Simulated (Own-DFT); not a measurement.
# What a defect does to the pressure of its cell: wurtzite GaN

Source: density functional calculations with Own-DFT, an unreviewed in-house program that is no longer used. Nothing was measured or relaxed, and spin and spin-orbit coupling are left out.

Settings: PBE; PseudoDojo norm-conserving scalar-relativistic files; cutoff 42 hartree; 4 x 4 x 3 k mesh centred on Gamma; Fermi-Dirac smearing of 0.1 eV.

Known weak points (not all hold for every row): not probed for a lower state with spin; forces not confirmed at this smearing and k mesh; stress not checked against mesh or cutoff.

All runs share one cell, with vectors in Å (9.567, 0.000, 0.000); (-4.784, 8.285, 0.000); (0.000, 0.000, 10.370) and a volume of 822.0 Å³. The atoms are randomly displaced, by u rms on each axis. The defect's site can differ from row to row.

| cell | formula | u (Å) | P (GPa) |
|---|---|---|---|
| no defect | Ga36N36 | 0.0194 | 5.86 |
| no defect | Ga36N36 | 0.0212 | 5.98 |
| no defect | Ga36N36 | 0.0511 | 7.53 |
| one N on a Ga site | Ga35N37 | 0.0289 | 5.47 |
| one N on a Ga site | Ga35N37 | 0.0301 | 5.61 |
| one N on a Ga site | Ga35N37 | 0.0501 | ? |
| one N on a Ga site | Ga35N37 | 0.0506 | 6.63 |
| one Ga on an N site | Ga37N35 | 0.0310 | 12.31 |
| one Ga on an N site | Ga37N35 | 0.0504 | 13.82 |
| one Ga on an N site | Ga37N35 | 0.0521 | 13.59 |

## Working it out

P = P0 + c u² + a shift for each defect gives P0 = 5.62 GPa, c = 733 ± 55 GPa/Å² and a scatter of 0.15 GPa. The shifts, and each times the cell's volume:

- one Ga on an N site: 6.11 ± 0.13 GPa, 31.3 eV
- one N on a Ga site: -0.77 ± 0.12 GPa, -3.9 eV

Against the defect-free cell, a freed cell would be larger where the shift is positive and smaller where it is negative (160.2 GPa Å³ is 1 eV). The atoms around the defects weren't relaxed, which would change these numbers.

## Check

Q: what pressure belongs in the blank (one N on a Ga site, u = 0.0501 Å)?

From the fit: 6.69 ± 0.18 GPa. DFT gave 6.72 GPa.
